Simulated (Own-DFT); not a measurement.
# Which defects push the lattice out? zincblende GaAs

Calculated, not measured: single-point runs of Own-DFT, a retired in-house plane-wave DFT program that no person has reviewed, on unrelaxed cells, without spin or spin-orbit coupling.

Common settings: PBE; PseudoDojo norm-conserving scalar-relativistic files; cutoff 42 hartree; 3 x 3 x 3 k mesh centred on Gamma; Fermi-Dirac smearing of 0.1 eV.

Known weak points (not all hold for every row): not probed for a lower state with spin; forces not confirmed at this smearing and k mesh; stress not checked against mesh or cutoff.

All runs share one cell, with vectors in Å (11.737, 0.000, 0.000); (0.000, 11.737, 0.000); (0.000, 0.000, 10.919) and a volume of 1504.3 Å³, strained against the parent crystal. u is the rms random offset of the atoms per axis. The defect's site can differ from row to row.

```
                             cell     formula   u (Å)  P (GPa)
                        no defect    As32Ga32  0.0309     0.78
                        no defect    As32Ga32  0.0513     1.09
                        no defect    As32Ga32  0.0522     1.12
              one In on a Ga site  As32Ga31In  0.0306     1.35
              one In on a Ga site  As32Ga31In  0.0517     1.70
              one In on a Ga site  As32Ga31In  0.0517     1.86
              one Al on a Ga site  AlAs32Ga31  0.0273     0.72
              one Al on a Ga site  AlAs32Ga31  0.0506     1.04
              one Al on a Ga site  AlAs32Ga31  0.0523     1.14
              one P on an As site   As31Ga32P  0.0278     0.49
              one P on an As site   As31Ga32P  0.0315     0.59
              one P on an As site   As31Ga32P  0.0485     0.78
              one P on an As site   As31Ga32P  0.0506        ?
one As vacancy and one Ga vacancy    As31Ga31  0.0296     0.45
one As vacancy and one Ga vacancy    As31Ga31  0.0298     0.44
one As vacancy and one Ga vacancy    As31Ga31  0.0501     0.83
```

## Fit

P = P0 + c u² + a shift for each defect gives P0 = 0.56 GPa, c = 208 ± 17 GPa/Å² and a scatter of 0.05 GPa. The shifts, and each times the cell's volume:

- one In on a Ga site: 0.64 ± 0.04 GPa, 6.0 eV
- one Al on a Ga site: -0.01 ± 0.04 GPa, -0.1 eV (not resolved)
- one P on an As site: -0.22 ± 0.04 GPa, -2.1 eV
- one As vacancy and one Ga vacancy: -0.28 ± 0.04 GPa, -2.6 eV

Positive is outwards. The product with the volume (160.2 GPa Å³ to the eV) is nearly free of the cell's size; divided by the bulk modulus at the cell's pressure it gives the volume that the defect adds. The atoms around the defects weren't relaxed, which would change these numbers.

## The run left out

Q: what pressure belongs in the blank (one P on an As site, u = 0.0506 Å)?

The fit gives 0.87 ± 0.06 GPa. Computed: 0.82 GPa.
